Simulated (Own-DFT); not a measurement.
# How HSE06 shifts the pressure of monoclinic HfO2, 94 atoms (Hf32O62), with two O vacancies

All values are computed. Each geometry was run twice at fixed positions with Own-DFT, a retired in-house plane-wave program that no person has reviewed: with PBE, and with HSE06 (exact exchange share 0.25 at short range, screening 0.11 per bohr, Gygi-Baldereschi treatment of its divergence). Both used PseudoDojo norm-conserving files made for PBE, a cutoff of 48 hartree, the Gamma point alone, fixed occupations, a neutral cell and no spin. The unstrained cell is 10.1 Å across at its thinnest, so Gamma alone is coarse and defects feel their images. The hafnium file keeps the 4f electrons in the core, and its forces lie about 75 meV/Å off all-electron values. The oxygen file's force components were 24 meV/Å off all-electron values in a glass.

Unstrained cell vectors in Å: (10.234, 0.000, 0.000); (0.000, 10.350, 0.000); (-1.695, 0.000, 10.445), volume V0 = 1106.4 Å³, from measured lattice constants. Each geometry has its own random strain of a few per cent, its own defect sites and random moves of rms u per axis. HSE06 gave the energy alone. D is its energy less that of PBE, over the lowest D shown. The PBE stress wasn't checked against mesh or cutoff.

```
run  V - V0 (Å³)   u (Å)  P with PBE (GPa)  D (eV)
  1        -30.2  0.0487             11.18   0.726
  2        -43.0  0.0317             14.92   0.000
  3         46.1  0.0309             -5.30   2.202
  4         -3.3  0.0297              4.90   1.041
  5        -25.3  0.0313              9.73   0.489
  6        -24.9  0.0299             10.44   0.463
  7        -26.8  0.0317             10.08   0.494
  8         14.6  0.0471              2.52   1.576
  9         -7.9  0.0473              6.36   1.093
 10         25.7  0.0301             -0.85   1.627
 11         14.4  0.0476              2.48   1.644
 12        -11.6  0.0524              8.76   0.934
 13        -28.1  0.0293             11.81   0.377
 14        -30.2  0.0296             11.21       ?
```

## Working it out

D = 0.94 + 0.0236 (V - V0) + 146 u² eV, with an error of 0.0008 on the volume slope, 30 on the last term and a scatter of 0.08 eV. Pressure is -dE/dV, and 1 eV/Å³ is 160.2 GPa, so HSE06 changes the pressure by -3.8 ± 0.1 GPa. With the ions held to the strained lattice, the PBE pressure falls by 242 ± 8 GPa per unit of volume strain; the shape of the strain isn't fitted, so the true error is larger, and a relaxed crystal would be softer. On that slope HSE06's volume at a given pressure is about 1.6 % smaller, or 0.5 % in lengths. At u = 0 and V0 the PBE pressure is 4.4 GPa, which puts the zero-pressure volume, against the measured cell and with the defects in, at +1.8 % for PBE and +0.2 % for HSE06, each good to a few tenths of a per cent.

## Check

Q: what D should run 14 give?

Estimate: 0.35 eV, with rows scattering by 0.08. DFT gave 0.265 eV.
